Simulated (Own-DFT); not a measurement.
Al3GaN4 (wurtzite random alloy, strained, atoms displaced) (calculated)

Computed with Own-DFT development build. A calculation, not a measurement: plane-wave PBE density functional theory by an unreviewed code, no spin, of a simulated periodic cell, stress positive in tension, free energy of the whole cell less one offset for each atom, forces on such cells passed a denser k mesh, this cell's mesh not checked; offsets are fitted by least squares, one for each functional and potential file, so energies compare only between cells with the same atoms and settings and are not formation energies; the far tail of each file's local potential was reset to the Coulomb form; each entry is a single point on an unrelaxed cell, so the pressure reflects the starting lattice, mostly measured values, from which strain is counted, and rises with the displacements; printed positions are rounded, which can move forces by about a meV/angstrom; the program is a retired in-house code; no spin-orbit coupling.

Entry: Al3GaN4 (wurtzite random alloy, strained, atoms displaced)

```
CELL_PARAMETERS angstrom
9.48770 0.00000 0.00000
-4.74380 8.21660 0.00000
0.00000 0.00000 10.06550
ATOMIC_POSITIONS crystal
Al 0.11197 0.22043 0.00759
Al 0.22446 0.11437 0.24519
N 0.11392 0.22408 0.19301
N 0.23006 0.11631 0.43914
Al 0.11263 0.22136 0.49716
Al 0.22006 0.11248 0.74536
N 0.11016 0.21290 0.68679
N 0.21895 0.11131 0.94385
Al 0.10892 0.55062 0.00154
Al 0.22127 0.43931 0.25235
N 0.10919 0.55971 0.18126
N 0.23651 0.45849 0.43397
Ga 0.10678 0.55742 0.49750
Al 0.22389 0.44722 0.75440
N 0.10841 0.55514 0.69574
N 0.22113 0.44590 0.94555
Ga 0.11270 0.88443 0.99074
Al 0.21933 0.76915 0.25438
N 0.11822 0.89189 0.18467
N 0.22077 0.77973 0.44275
Al 0.10425 0.89324 0.49313
Ga 0.22680 0.77621 0.75521
N 0.11209 0.89505 0.67838
N 0.22338 0.78416 0.94001
Al 0.44702 0.22655 0.00508
Al 0.54913 0.10453 0.25409
N 0.45071 0.22141 0.18577
N 0.56629 0.11964 0.43389
Al 0.45226 0.22888 0.49739
Al 0.55430 0.10966 0.75112
N 0.44189 0.22176 0.68259
N 0.54839 0.10310 0.93750
Al 0.45218 0.55867 0.00536
Ga 0.54330 0.43643 0.24845
N 0.44240 0.55120 0.19047
N 0.55719 0.44756 0.44012
Al 0.45473 0.55839 0.49731
Al 0.54790 0.44034 0.75512
N 0.45588 0.55904 0.69327
N 0.56257 0.43798 0.93200
Al 0.43878 0.88266 0.00480
Al 0.55285 0.78181 0.25279
N 0.44577 0.88269 0.19315
N 0.55626 0.76841 0.44255
Al 0.44733 0.90295 0.50090
Ga 0.55565 0.77845 0.75302
N 0.44831 0.89681 0.68890
N 0.55532 0.78526 0.94855
Ga 0.77724 0.22289 0.00087
Al 0.88695 0.10770 0.25067
N 0.78567 0.22529 0.18684
N 0.88373 0.11127 0.44222
Al 0.77899 0.21789 0.50398
Al 0.88526 0.11713 0.74560
N 0.78357 0.22367 0.68564
N 0.88376 0.10964 0.93811
Al 0.78927 0.55791 0.99657
Al 0.89591 0.43795 0.23897
N 0.78309 0.54996 0.17979
N 0.89802 0.45110 0.42944
Al 0.78316 0.57227 0.49875
Ga 0.88671 0.44168 0.74851
N 0.77609 0.55263 0.68473
N 0.87936 0.44198 0.94486
Al 0.78502 0.89075 0.98936
Al 0.88780 0.78537 0.25460
N 0.78881 0.89998 0.19567
N 0.88873 0.78803 0.44643
Ga 0.78006 0.89331 0.50836
Ga 0.89628 0.78077 0.74791
N 0.78349 0.88605 0.69087
N 0.89012 0.77110 0.93803
```

- functional: PBE
- potential files: PseudoDojo norm-conserving, scalar-relativistic, standard set
- wave cutoff: 42 hartree
- occupations: Fermi-Dirac
- smearing width: 0.1 eV
- k mesh: 4 x 4 x 3 centred on Gamma
- free energy of cell above offsets: -18.075 eV
- pressure: 2.34 GPa
- stress xx: 0.13 GPa
- stress yy: -0.71 GPa
- stress zz: -6.45 GPa
- stress yz: -0.29 GPa
- stress xz: -0.44 GPa
- stress xy: 1.75 GPa

Force:
```csv
element,x (eV/Å),y (eV/Å),z (eV/Å)
Al,-0.658,0.073,-1.38
Al,0.589,-0.863,0.261
N,-0.352,-0.336,0.306
N,-0.465,-0.082,-0.822
Al,0.019,0.818,-0.119
Al,0.928,-0.461,0.514
N,-1.405,1.857,0.12
N,0.445,1.164,-0.949
Al,-0.578,0.622,-1.165
Al,-0.42,1.204,-0.919
N,1.601,-0.612,1.454
N,-0.205,-1.742,1.206
Ga,1.315,0.072,0.65
Al,0.439,-0.579,-0.606
N,1.554,-0.426,-0.304
N,0.811,-0.27,-0.381
Ga,-1.273,1.261,1.654
Al,-0.613,1.023,-0.581
N,-0.459,-0.274,1.907
N,0.105,1.52,-0.556
Al,1.852,0.371,0.309
Ga,-0.983,0.796,-1.747
N,0.96,0.131,1.159
N,2.148,-2.272,0.708
Al,0.351,-0.978,-1.953
Al,1.14,0.81,-1.789
N,-0.752,-1.414,0.955
N,-0.731,-0.552,1.463
Al,-0.291,-0.146,-0.018
Al,-0.424,0.904,-0.035
N,0.524,-0.035,1.121
N,-0.521,0.241,0.568
Al,-0.166,-0.377,-1.08
Ga,2.418,1.279,0.143
N,-1.075,1.237,-0.295
N,0.886,-0.051,0.409
Al,-1.089,-0.507,0.92
Al,1.505,-0.023,-1.994
N,-1.839,-1.074,-0.511
N,-1.116,0.968,2.402
Al,-0.034,1.249,-0.223
Al,2.05,-0.907,0.22
N,-1.374,0.693,0.137
N,-1.363,2.129,-0.496
Al,0.412,-1.802,-0.386
Ga,0.292,0.406,-0.113
N,0.428,-0.114,-0.525
N,1.145,-1.208,0.023
Ga,-0.666,-0.979,-0.463
Al,-0.115,1.359,0.253
N,-0.541,-1.638,1.627
N,1.231,1.012,-0.522
Al,-0.339,1.913,-1.711
Al,2.034,-1.135,0.779
N,-1.463,-1.054,0.46
N,1.652,0.181,-0.548
Al,-2.153,-0.27,0.511
Al,-1.749,1.204,1.016
N,-0.739,1.144,1.737
N,-1.973,-1.287,0.555
Al,0.721,-2.195,-0.444
Ga,-0.675,0.625,0.475
N,-0.733,-0.066,0.16
N,2.612,0.526,-1.093
Al,-0.521,-0.11,1.466
Al,1.293,-1.172,-1.177
N,-0.995,-1.911,-1.395
N,1.089,-0.891,-1.793
Ga,-1.152,-0.202,-1.261
Ga,0.23,-0.972,-0.336
N,-1.568,1.627,1.829
N,-1.212,0.571,0.216
```
